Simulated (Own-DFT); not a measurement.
# How strain changes the stress of 4H SiC, 72 atoms (C36Si36)

These are calculations, not measurements. They come from Own-DFT, an in-house plane-wave density functional program, since retired, whose code no person has reviewed. Each row is one single-point run on a periodic cell that was not relaxed, without spin or spin-orbit coupling.

Settings of every run: PBE; PseudoDojo norm-conserving scalar-relativistic files; cutoff 42 hartree; 4 x 4 x 3 k mesh centred on Gamma; Fermi-Dirac smearing of 0.1 eV.

Known limits: forces on such cells passed a denser k mesh, each cell not checked; stress not checked against mesh or cutoff.

Unstrained cell vectors in Å: (9.248, 0.000, 0.000); (-4.624, 8.009, 0.000); (0.000, 0.000, 10.068). The unstrained cell has measured lattice constants (interpolated for alloys), not those of this functional. That, the random moves and any unrelaxed bonds set the pressure at no strain. Each run strains this cell uniformly, with the atoms carried along. Every atom was also moved at random, by a Gaussian of width 0.05 Å on each axis. Strain is the symmetric tensor, in per cent. Stress is positive in tension, and the pressure is minus a third of its trace.

| run | e_xx (%) | e_yy (%) | e_zz (%) | e_yz (%) | e_xz (%) | e_xy (%) | s_xx (GPa) | s_yy (GPa) | s_zz (GPa) | s_yz (GPa) | s_xz (GPa) | s_xy (GPa) | P (GPa) | E (meV/atom) |
|---|---|---|---|---|---|---|---|---|---|---|---|---|---|---|
| 1 | 0.86 | -1.33 | -0.60 | 0.38 | 0.62 | 0.48 | -1.02 | -10.73 | -11.86 | 1.50 | 1.75 | 1.49 | 7.87 | 19.3 |
| 2 | 1.70 | -1.83 | -0.43 | 0.79 | -1.90 | -0.77 | 1.40 | -12.24 | -10.76 | 3.09 | -7.70 | -3.88 | 7.20 | 35.2 |
| 3 | 1.10 | -0.81 | 1.05 | 0.63 | -0.05 | 0.55 | 1.72 | -8.22 | 0.30 | 2.04 | -0.13 | 2.39 | 2.07 | 0.0 |
| 4 | -0.65 | 1.41 | -1.20 | -0.35 | 0.06 | 1.03 | -7.30 | 2.87 | -14.06 | -0.88 | -0.25 | 3.42 | 6.16 | 13.5 |
| 5 | -1.07 | -1.85 | -1.03 | -0.62 | 1.30 | 1.67 | -13.33 | -16.49 | -14.61 | -2.16 | 4.91 | 8.31 | 14.81 | 39.0 |
| 6 | -1.06 | -0.66 | 0.99 | -1.41 | 0.46 | -1.98 | -13.06 | -8.93 | -2.24 | -5.17 | 0.38 | -11.15 | 8.08 | 51.8 |
| 7 | -0.30 | -1.93 | 0.68 | 1.53 | 1.83 | 1.71 | -8.39 | -17.55 | -2.85 | 6.21 | 5.97 | 8.07 | 9.60 | 49.2 |
| 8 | 1.55 | 1.63 | 1.52 | -1.21 | 1.36 | -0.95 | 5.19 | 5.19 | 2.77 | -2.77 | 4.74 | -3.95 | -4.38 | 13.1 |
| 9 | -0.32 | 1.58 | 0.98 | -1.94 | 0.52 | -1.04 | -4.09 | 4.56 | -0.81 | -6.33 | 1.96 | -2.92 | 0.11 | 1.6 |
| 10 | -1.90 | -1.64 | 0.11 | 0.22 | -1.33 | 0.59 | -17.53 | -16.39 | -6.92 | -0.20 | -4.39 | 1.49 | 13.61 | 27.7 |
| 11 | 0.93 | -0.49 | -1.57 | -0.61 | -1.60 | 0.43 | 0.19 | -7.66 | -16.02 | -1.51 | -4.98 | 0.56 | 7.83 | 22.6 |
| 12 | 1.36 | 1.00 | -1.12 | -0.61 | 1.16 | 0.56 | 4.39 | 0.93 | -14.30 | -1.37 | 4.10 | 2.63 | 2.99 | 22.0 |
| 13 | 0.61 | -0.32 | 0.06 | -1.45 | -0.43 | -1.95 | -0.15 | -9.78 | -7.19 | -6.35 | -2.03 | -9.47 | 5.71 | 46.0 |
| 14 | -0.47 | -1.41 | 1.82 | 1.69 | 0.34 | -0.16 | -7.69 | -12.07 | 3.31 | 5.69 | 1.58 | -0.93 | 5.48 | 23.7 |
| 15 | -0.48 | 0.86 | 0.64 | -1.23 | 1.45 | -1.31 | -9.03 | 0.86 | -1.28 | -4.16 | 6.01 | -6.18 | 3.15 | 11.5 |
| 16 | -1.47 | 1.68 | -1.75 | -0.71 | -1.06 | -1.00 | -11.63 | 2.58 | -19.20 | -2.63 | -3.88 | -5.03 | 9.41 | 33.7 |
| 17 | -1.86 | -0.38 | -1.59 | 0.10 | -1.13 | 1.86 | ? | ? | ? | ? | ? | ? | ? | ? |

E is the free energy for each atom above the lowest run shown.

## Worked fit

Each stress component was fitted by least squares to a constant and the strains of the runs shown, as fractions, with shears doubled. Shear strains stay in the fit of a normal stress only where such slopes are resolved. The slopes, in GPa:

| stress | at no strain | per e_xx | per e_yy | per e_zz | scatter |
|---|---|---|---|---|---|
| s_xx | -4.9 | 584 ± 27 | 101 ± 22 | 8 ± 27 | 1.18 |
| s_yy | -5.0 | 81 ± 32 | 563 ± 26 | 26 ± 32 | 1.41 |
| s_zz | -7.2 | 17 ± 20 | 26 ± 16 | 638 ± 20 | 0.88 |

Each shear stress against twice its own strain: yz 178 ± 11, xz 171 ± 10, xy 244 ± 19 GPa. These are stiffnesses along x, y and z of the frame in which the cell vectors are given, which need not be the crystal's axes. The atoms are held to the strained lattice; where symmetry lets them move under strain, relaxing them would lower some slopes. The table should be nearly symmetric about its diagonal, and what it lacks of that shows the noise. A ninth of its sum, 227 ± 6 GPa, estimates the bulk modulus near the mean pressure of these runs, 6.2 GPa, so it lies above the value at zero pressure.

## Withheld run

Question: what normal stresses and pressure should run 17 give?

The fit gives s_xx = -16.3, s_yy = -9.1, s_zz = -17.8 and P = 14.4 GPa. The calculation gave -15.23, -10.69, -19.68 and P = 15.20 GPa.
